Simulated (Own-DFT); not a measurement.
# Strain and stress in diamond-structure GeSn with randomly placed atoms, 64 atoms (Ge52Sn12)

Calculated results; nothing here was measured. The program, named Own-DFT, is a retired in-house plane-wave density functional code that no person has reviewed. Each row is one single-point run on a periodic cell that was not relaxed, without spin or spin-orbit coupling.

Settings of every run: PBE; PseudoDojo norm-conserving scalar-relativistic files; cutoff 49 hartree; 3 x 3 x 3 k mesh centred on Gamma; Fermi-Dirac smearing of 0.1 eV.

Known limits: forces on such cells moved up to 12 meV/angstrom on a denser k mesh; stress not checked against mesh or cutoff.

Unstrained cell vectors in Å: (11.628, 0.000, 0.000); (0.000, 11.628, 0.000); (0.000, 0.000, 11.628). The unstrained cell has measured lattice constants (interpolated for alloys), not those of this functional. That, the random moves and any unrelaxed bonds set the pressure at no strain. Each run strains this cell uniformly, with the atoms carried along. Every atom was also moved at random, by a Gaussian of width 0.05 Å on each axis. The random placing of the alloy's atoms differs from row to row. Strain is the symmetric tensor, in per cent. Stress is positive in tension, and the pressure is minus a third of its trace.

| run | e_xx (%) | e_yy (%) | e_zz (%) | s_xx (GPa) | s_yy (GPa) | s_zz (GPa) | P (GPa) | E (meV/atom) |
|---|---|---|---|---|---|---|---|---|
| 1 | -2.00 | -2.00 | 0.00 | -9.21 | -9.27 | -8.18 | 8.89 | 86.7 |
| 2 | 0.75 | 0.75 | 0.00 | -4.10 | -4.09 | -4.47 | 4.22 | 8.7 |
| 3 | 1.00 | 1.00 | 0.00 | -3.73 | -3.74 | -4.39 | 3.96 | 12.3 |
| 4 | 3.00 | 3.00 | 0.00 | -1.08 | -0.94 | -2.50 | 1.51 | 0.0 |
| 5 | -0.25 | -0.25 | 0.00 | -5.87 | -5.78 | -5.73 | 5.79 | 34.3 |
| 6 | 0.25 | 0.25 | 0.00 | -5.08 | -5.17 | -5.25 | 5.17 | 34.9 |
| 7 | -2.75 | -2.75 | 0.00 | -11.26 | -11.08 | -9.27 | 10.54 | 126.6 |
| 8 | -2.50 | -2.50 | 0.00 | -10.05 | -10.33 | -8.84 | 9.74 | 99.3 |
| 9 | -1.00 | -1.00 | 0.00 | ? | ? | ? | ? | ? |

E is the free energy for each atom above the lowest run shown.

## Worked fit

The change of volume is close to e_xx + e_yy + e_zz. A straight line through the runs shown gives P = 5.76 - 80 x (fractional change of volume) GPa, with an error of 4 on the slope and a scatter of 0.39 GPa. The strain isn't the same on all axes, but the crystal is cubic, so the slope still estimates the bulk modulus, averaged over pressures from 1.5 to 10.5 GPa.

## Withheld run

Question: what pressure should run 9 give? Its volume changes by -1.99 %.

The line gives 7.3 GPa. The calculation gave 7.03 GPa.
